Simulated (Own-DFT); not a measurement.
Simulation results for Hf36O71 (tetragonal hafnia with one neutral oxygen vacancy, atoms displaced)

All values are calculated (Own-DFT development build). A calculation, not a measurement: plane-wave PBE and HSE06 DFT by an unreviewed code, no spin, of a simulated cell at Gamma alone, so results move with cell size and shape, stress positive in tension, energies less offsets, not probed for a lower state with spin; hafnium file: forces about 75 meV/angstrom off all-electron values; oxygen file: force components 24 meV/angstrom off all-electron in a glass; k mesh not checked against a denser one; forces and stress are PBE's, HSE06 gives the energy alone, and its difference from PBE has offsets of its own; offsets are fitted by least squares, one for each functional and potential file, so energies compare only between cells with the same atoms and settings and are not formation energies; the far tail of each file's local potential was reset to the Coulomb form; each entry is a single point on an unrelaxed cell, so the pressure reflects the starting lattice, taken from the Materials Project, from which strain is counted, and rises with the displacements; printed positions are rounded, which can move forces by about a meV/angstrom; the program is a retired in-house code; no spin-orbit coupling.

Settings shared by all entries: first functional PBE; second functional HSE06; exact exchange share 0.25; screening 0.11 1/bohr; exchange divergence Gygi-Baldereschi; potential files PseudoDojo norm-conserving, scalar-relativistic, made for PBE, standard set; wave cutoff 48 hartree; occupations fixed; k mesh 1 x 1 x 1 centred on Gamma.

(1) Hf36O71 (tetragonal hafnia with one neutral oxygen vacancy, atoms displaced)

```
Hf36O71
1.0
     10.7800     0.0000     0.0000
      0.0000    10.7800     0.0000
      0.0000     0.0000    10.4493
Hf O Hf O Hf O Hf O Hf O Hf O Hf O Hf O Hf O Hf O Hf O Hf O Hf O Hf O Hf O Hf O Hf O Hf O
2 4 2 4 2 4 2 4 2 4 2 4 2 4 2 4 2 4 2 4 2 4 2 4 2 4 2 4 2 4 2 4 2 4 2 3
Direct
  0.99723 0.99966 0.00262
  0.16820 0.16721 0.24916
  0.00372 0.16424 0.14904
  0.16680 0.99530 0.34067
  0.00219 0.17494 0.39631
  0.16491 0.99703 0.09397
  0.00136 0.00080 0.50880
  0.16636 0.16479 0.75676
  0.99248 0.17781 0.65245
  0.17386 0.00959 0.84570
  0.99276 0.16675 0.89379
  0.16503 0.99623 0.59956
  0.00871 0.33529 0.00083
  0.17032 0.50362 0.25024
  0.00153 0.49066 0.15123
  0.16984 0.33022 0.35126
  0.00244 0.50321 0.40917
  0.16609 0.34134 0.09624
  0.99346 0.33702 0.49845
  0.17198 0.49400 0.75268
  0.99672 0.50311 0.64713
  0.16591 0.33169 0.84963
  0.99881 0.49836 0.91092
  0.16210 0.33181 0.59354
  0.00663 0.66959 0.00405
  0.16605 0.83934 0.24859
  0.00510 0.83455 0.14935
  0.16461 0.67195 0.34507
  0.00017 0.83944 0.39809
  0.16992 0.66569 0.09837
  0.99693 0.66808 0.50359
  0.17609 0.83581 0.75327
  0.99827 0.82886 0.65833
  0.16971 0.66660 0.84857
  0.99710 0.83111 0.90232
  0.17294 0.66969 0.59927
  0.33250 0.99172 0.99311
  0.50477 0.16749 0.25447
  0.33710 0.16735 0.14487
  0.51399 0.00023 0.34945
  0.33868 0.16786 0.40212
  0.50141 0.00617 0.08946
  0.34026 0.99579 0.49004
  0.50741 0.16154 0.75535
  0.33537 0.16758 0.63836
  0.49955 0.00367 0.85524
  0.33432 0.16402 0.90830
  0.50598 0.00204 0.59234
  0.32637 0.33830 0.00106
  0.50334 0.50167 0.25973
  0.33235 0.49074 0.15420
  0.49931 0.33080 0.34530
  0.33314 0.49904 0.40567
  0.50645 0.32215 0.09045
  0.34028 0.33173 0.49922
  0.50376 0.49822 0.74817
  0.33233 0.49839 0.64499
  0.49966 0.33703 0.84235
  0.32870 0.50697 0.90059
  0.50387 0.32696 0.59356
  0.32785 0.65699 0.00754
  0.49767 0.83635 0.24957
  0.33379 0.83288 0.15560
  0.49703 0.67872 0.35542
  0.33724 0.83698 0.40258
  0.49942 0.66416 0.09900
  0.32742 0.66450 0.49195
  0.50371 0.83013 0.74960
  0.32911 0.83111 0.65063
  0.50016 0.67475 0.84942
  0.33341 0.83845 0.90477
  0.49798 0.66579 0.59416
  0.66810 0.99943 0.99747
  0.83478 0.16812 0.25375
  0.66380 0.16596 0.16172
  0.82850 0.99814 0.34452
  0.66025 0.17324 0.39796
  0.83673 0.99452 0.09626
  0.66320 0.01096 0.49913
  0.83360 0.16507 0.74612
  0.65692 0.16415 0.65684
  0.83268 0.00679 0.84717
  0.66083 0.17061 0.89884
  0.82913 0.00995 0.59688
  0.66560 0.32627 0.99684
  0.83652 0.50160 0.24544
  0.65859 0.49660 0.15243
  0.83698 0.33373 0.34503
  0.66297 0.50531 0.39867
  0.83067 0.33417 0.10106
  0.66000 0.33789 0.50384
  0.83535 0.49930 0.74935
  0.66914 0.49445 0.64744
  0.82724 0.33232 0.84976
  0.66398 0.49871 0.89931
  0.82872 0.33396 0.58867
  0.66564 0.66365 0.99552
  0.83720 0.83250 0.24978
  0.66686 0.83931 0.14598
  0.83752 0.65919 0.35261
  0.67692 0.83405 0.40972
  0.82990 0.66365 0.08675
  0.65725 0.66180 0.49494
  0.83814 0.83870 0.74137
  0.83362 0.67434 0.84833
  0.66867 0.82957 0.90152
  0.83084 0.65965 0.59265
```

- PBE energy of cell above offsets: -97.041 eV
- HSE06 less PBE above offsets: 0.055 eV
- PBE pressure: 2.33 GPa
- PBE stress xx: -2.12 GPa
- PBE stress yy: -2.08 GPa
- PBE stress zz: -2.81 GPa
- PBE stress yz: -0.72 GPa
- PBE stress xz: 1.61 GPa
- PBE stress xy: 0 GPa

Force:
```
element  x (eV/Å)  y (eV/Å)  z (eV/Å)
     Hf     0.216     0.392    -0.746
     Hf     0.651     0.105    -0.097
      O    -0.215     0.183    -0.075
      O     0.366      1.97      1.19
      O    -0.177    -2.068     0.667
      O     0.297    -0.173     0.069
     Hf    -0.187     0.702    -1.594
     Hf     0.608     1.331    -2.553
      O     1.456    -0.921    -0.412
      O     -0.43    -2.422     0.541
      O     0.883     0.051     0.919
      O      0.07     0.219    -0.326
     Hf    -2.911    -0.977    -0.046
     Hf    -1.165    -1.313     1.201
      O     0.435     0.958     0.738
      O     0.276     0.983    -1.306
      O     0.369     0.075    -1.159
      O     0.447    -0.433     0.669
     Hf     1.225     -0.32     0.021
     Hf     -0.67     1.056    -1.749
      O     0.845    -0.105     1.464
      O     0.289     0.257     0.566
      O     0.268     0.665    -1.037
      O     0.776      0.51     0.663
     Hf    -1.739     0.094     -1.53
     Hf     0.015    -0.495    -0.363
      O    -0.824    -0.796     0.004
      O     0.608    -0.533      0.13
      O    -0.281    -0.344     0.873
      O     -0.63     -0.53     0.962
     Hf     0.169    -0.128    -0.139
     Hf    -0.847    -0.458    -0.162
      O     1.275     0.508    -1.313
      O    -0.302     -0.07     0.158
      O     0.651     0.955     0.308
      O    -1.318    -0.171    -0.223
     Hf     0.624      3.21     2.182
     Hf    -1.359    -0.214    -1.907
      O    -1.249     0.414     1.635
      O    -1.039    -0.532    -0.224
      O     -0.08    -1.198    -0.905
      O    -0.243    -0.718     0.948
     Hf    -0.573     2.135     2.097
     Hf    -2.945     0.764     0.186
      O    -0.233    -0.154      2.03
      O     0.278    -1.605    -1.392
      O    -0.474      1.35     -1.06
      O    -1.623    -0.968     0.927
     Hf     2.564    -2.289      0.13
     Hf     0.363     0.328    -1.343
      O     0.834     0.639    -0.265
      O    -0.232     1.668     0.546
      O     0.201     0.454    -1.271
      O    -1.905     0.665     0.295
     Hf    -2.251    -1.097     0.727
     Hf     0.124     0.847     0.098
      O     0.578    -0.361     1.173
      O    -0.488    -0.179    -0.169
      O     0.095    -1.557    -0.346
      O    -0.938     0.942     0.839
     Hf     2.087     2.098    -0.899
     Hf     1.273      0.28    -0.933
      O      0.03      0.11    -0.258
      O     0.183    -1.618    -0.908
      O    -0.159    -0.828    -0.786
      O     -0.63    -0.042     0.327
     Hf     0.283     0.696     1.474
     Hf     0.544     0.673    -0.244
      O     1.753     0.592      0.17
      O    -0.194    -1.656    -0.464
      O    -0.665    -2.952    -1.162
      O    -0.359     0.207     0.795
     Hf    -0.478    -0.754     0.377
     Hf     0.199     0.221    -0.678
      O     1.904    -0.414    -1.241
      O     0.322     0.741     0.012
      O     0.715      0.25     1.079
      O    -0.432     0.282     0.206
     Hf     0.987    -1.394    -0.894
     Hf    -0.362     1.106     0.844
      O      2.54     0.242    -1.406
      O    -0.195     -1.29    -0.182
      O     0.121      -1.4     0.156
      O     0.936    -0.705     0.234
     Hf     0.841     1.611     0.697
     Hf    -0.814    -1.011    -0.242
      O     0.974     0.439     0.501
      O    -0.183     0.866     0.097
      O    -0.685     -1.65    -0.433
      O     0.559     -0.31    -0.626
     Hf      1.59    -0.064    -1.313
     Hf    -0.295     0.762     0.647
      O    -0.819     0.175     0.314
      O     0.329     0.354    -1.066
      O    -0.158     0.246    -0.222
      O    -0.422    -0.132      1.03
     Hf    -0.276     0.272    -0.131
     Hf    -1.094     0.224      0.49
      O    -0.055    -0.405     1.161
      O     0.202     1.155    -1.393
      O    -0.259    -0.367     0.244
      O     1.249    -0.175     1.652
     Hf       1.6     2.328     1.042
     Hf    -2.426     -0.95      2.04
      O     0.099     -1.25    -1.271
      O    -0.392     1.286    -0.555
      O    -0.499     0.847     0.472
```

(2) Hf36O71 (tetragonal hafnia with one neutral oxygen vacancy, atoms displaced)

```
Hf36O71
1.0
     10.7800     0.0000     0.0000
      0.0000    10.7800     0.0000
      0.0000     0.0000    10.4493
Hf O Hf O Hf O Hf O Hf O Hf O Hf O Hf O Hf O Hf O Hf O Hf O Hf O Hf O Hf O Hf O Hf O Hf O
2 4 2 4 2 4 2 3 2 4 2 4 2 4 2 4 2 4 2 4 2 4 2 4 2 4 2 4 2 4 2 4 2 4 2 4
Direct
  0.99403 0.98545 0.99923
  0.16461 0.16970 0.24666
  0.00006 0.16062 0.15040
  0.17136 0.00529 0.34430
  0.99942 0.16851 0.40772
  0.16217 0.00352 0.09488
  0.99731 0.00109 0.50681
  0.15810 0.17543 0.74095
  0.99872 0.17226 0.65253
  0.16840 0.99730 0.84714
  0.99570 0.16449 0.89944
  0.18078 0.00739 0.60042
  0.00955 0.33035 0.00931
  0.16281 0.50148 0.24498
  0.99980 0.50243 0.15120
  0.16846 0.32903 0.35624
  0.00606 0.50355 0.40054
  0.16016 0.33216 0.10158
  0.99853 0.34009 0.49976
  0.16287 0.49743 0.75350
  0.99865 0.50862 0.64920
  0.16943 0.33149 0.84070
  0.00959 0.50169 0.89930
  0.99688 0.67095 0.99993
  0.17288 0.82795 0.25372
  0.00269 0.83773 0.14750
  0.17474 0.66955 0.35021
  0.99902 0.83876 0.39728
  0.16519 0.66801 0.09821
  0.01202 0.66466 0.50481
  0.16859 0.83406 0.75107
  0.00468 0.83178 0.65499
  0.16598 0.67176 0.84345
  0.00093 0.83444 0.90061
  0.17225 0.66591 0.60360
  0.34388 0.00474 0.00024
  0.50170 0.16933 0.24852
  0.33853 0.15934 0.14306
  0.49876 0.00672 0.34402
  0.32767 0.16813 0.40894
  0.49442 0.00390 0.10502
  0.33508 0.99981 0.49699
  0.50375 0.17028 0.74855
  0.33085 0.16259 0.65391
  0.49535 0.99723 0.84466
  0.33443 0.16199 0.90270
  0.50085 0.00236 0.59944
  0.32414 0.33295 0.99552
  0.49505 0.49958 0.25171
  0.33109 0.49716 0.15998
  0.49749 0.33250 0.34462
  0.33562 0.48643 0.40219
  0.49275 0.33783 0.08701
  0.32942 0.32656 0.49543
  0.50676 0.50327 0.74853
  0.33445 0.50696 0.65040
  0.49460 0.33174 0.84279
  0.33326 0.49975 0.90373
  0.50279 0.33280 0.59586
  0.32741 0.66390 0.00432
  0.49724 0.83407 0.24776
  0.33516 0.84361 0.14981
  0.50296 0.66351 0.34341
  0.33093 0.83391 0.40541
  0.50150 0.66306 0.09433
  0.33732 0.66165 0.50538
  0.49223 0.84185 0.74469
  0.33279 0.83228 0.65689
  0.49201 0.67132 0.84142
  0.33447 0.82820 0.90006
  0.50043 0.67443 0.59717
  0.66773 0.00007 0.99989
  0.82694 0.16180 0.25385
  0.66301 0.15933 0.14887
  0.82836 0.00032 0.34911
  0.66937 0.16160 0.41069
  0.83667 0.99447 0.09807
  0.66340 0.99954 0.49829
  0.83034 0.16199 0.74797
  0.66579 0.16726 0.64707
  0.83692 0.99504 0.84832
  0.66947 0.16405 0.90034
  0.84153 0.99255 0.59844
  0.65763 0.33343 0.00167
  0.83845 0.49079 0.24964
  0.67246 0.50064 0.15240
  0.82915 0.33535 0.33935
  0.66481 0.49903 0.39632
  0.84219 0.33660 0.09149
  0.67374 0.33244 0.49921
  0.82253 0.50363 0.74856
  0.67252 0.49379 0.65243
  0.83873 0.33591 0.85400
  0.66991 0.49012 0.89554
  0.83255 0.33380 0.60266
  0.66210 0.66985 0.99920
  0.83430 0.83574 0.24517
  0.66781 0.83093 0.14523
  0.83145 0.66114 0.35244
  0.66704 0.82649 0.41222
  0.82417 0.66813 0.10049
  0.66416 0.66309 0.49879
  0.82945 0.82777 0.74210
  0.65718 0.83244 0.65519
  0.83006 0.66632 0.84074
  0.66261 0.83455 0.90242
  0.83104 0.65925 0.58505
```

* PBE energy of cell above offsets: -96.316 eV
* HSE06 less PBE above offsets: 0.160 eV
* PBE pressure: 2.25 GPa
* PBE stress xx: -2.79 GPa
* PBE stress yy: -1.2 GPa
* PBE stress zz: -2.76 GPa
* PBE stress yz: 0 GPa
* PBE stress xz: -0.62 GPa
* PBE stress xy: -0.01 GPa

Force:
```
element  x (eV/Å)  y (eV/Å)  z (eV/Å)
     Hf     2.782     3.341    -0.259
     Hf     0.155    -2.196     -0.01
      O    -0.884     0.886     1.161
      O     0.068    -0.813    -0.025
      O    -0.643     0.078    -0.206
      O     0.884    -0.149    -0.212
     Hf     2.714    -0.187    -1.374
     Hf     1.613    -3.093     1.295
      O    -0.943    -0.145    -0.978
      O     -0.37     0.475     -0.64
      O     0.461     0.194     0.484
      O     -2.84    -0.641    -0.684
     Hf    -4.642    -0.865    -3.855
     Hf     0.339    -0.231     1.893
      O      0.64     0.211     -0.26
      O    -0.642     1.057    -0.756
      O     0.187    -0.648    -0.296
      O     3.132     0.294     1.384
     Hf     1.055    -0.732     0.669
     Hf     0.134     1.648    -0.658
      O     0.204    -0.686    -0.024
      O     0.309     0.466     1.069
      O     0.214     0.192     1.032
     Hf    -0.311    -0.794    -0.558
     Hf    -0.813     2.959    -0.488
      O    -0.313    -1.061     0.503
      O    -0.314    -1.466     0.102
      O     0.323    -0.528     0.651
      O    -0.317    -0.184     0.685
     Hf    -1.637     0.808    -0.472
     Hf     0.668     1.289     0.808
      O    -0.898    -0.184    -0.827
      O    -0.032    -1.158     1.163
      O    -0.524    -2.267    -0.542
      O    -0.108     0.081    -0.864
     Hf    -3.338    -1.137    -0.846
     Hf    -1.329    -0.276    -0.393
      O     -0.88      1.36     1.506
      O     0.471     -1.19     0.711
      O     0.712    -0.858    -1.521
      O     2.776    -0.688    -0.501
     Hf    -0.597     0.647     0.579
     Hf    -1.645    -0.445    -0.485
      O     0.833     1.403     0.141
      O     0.444      1.58     1.025
      O     0.142     1.887    -0.132
      O    -0.039    -0.149    -0.607
     Hf     1.276    -1.163    -0.679
     Hf     1.693    -0.292     -0.06
      O    -0.784     0.316    -1.094
      O     0.553    -0.679    -0.342
      O      0.09     2.474    -0.128
      O     0.131    -0.085     0.933
     Hf     0.122     0.598     2.083
     Hf    -1.568    -0.101     0.091
      O     0.168    -0.545     0.596
      O     0.357     0.666     0.412
      O    -0.441    -0.045     0.414
      O     0.111     0.004    -0.405
     Hf     1.252     1.118    -2.175
     Hf     0.526     0.157     0.082
      O    -0.048    -1.307     0.686
      O    -0.765      0.79     0.208
      O     0.588    -0.642    -0.551
      O     -1.18     0.077     0.448
     Hf    -0.445    -0.647    -0.137
     Hf     0.255    -1.465     1.282
      O     -0.42    -0.017    -1.639
      O     1.064    -1.302     0.219
      O    -0.008     0.305     1.132
      O     0.158    -1.035    -0.256
     Hf    -0.205    -0.672    -0.167
     Hf     1.649     0.326    -1.072
      O     0.759     0.702     0.382
      O    -0.139    -0.287    -0.079
      O     0.224      1.41    -1.616
      O    -1.921     0.236     0.702
     Hf      0.23    -1.361     0.931
     Hf     0.968     1.537     2.027
      O     0.727    -0.478     0.404
      O    -0.788    -0.204    -0.546
      O    -0.398     0.225    -0.022
      O    -2.299     0.356     0.477
     Hf     2.452     0.315     -0.66
     Hf    -1.671     3.145    -0.836
      O    -1.256    -0.859    -0.344
      O     -0.03    -2.048     1.678
      O    -0.241    -0.775     1.029
      O    -1.616    -0.318     1.127
     Hf    -1.453     0.618     0.249
     Hf     3.004    -2.034     1.288
      O    -2.419     0.522    -1.387
      O    -0.523    -0.445    -1.799
      O     -0.92     1.711     0.339
      O     0.463    -0.066    -0.972
     Hf      0.41    -0.436    -0.269
     Hf     0.422     -1.82         1
      O    -1.034     0.589     1.056
      O     0.375     0.674    -1.643
      O    -0.362     1.735    -1.351
      O     1.778     0.396    -1.035
     Hf     0.817    -0.346    -0.931
     Hf    -0.117     0.906     0.244
      O     2.155     0.249     -0.29
      O     0.048     0.374     0.803
      O     0.397     0.032      0.15
      O     0.632      0.83     1.629
```
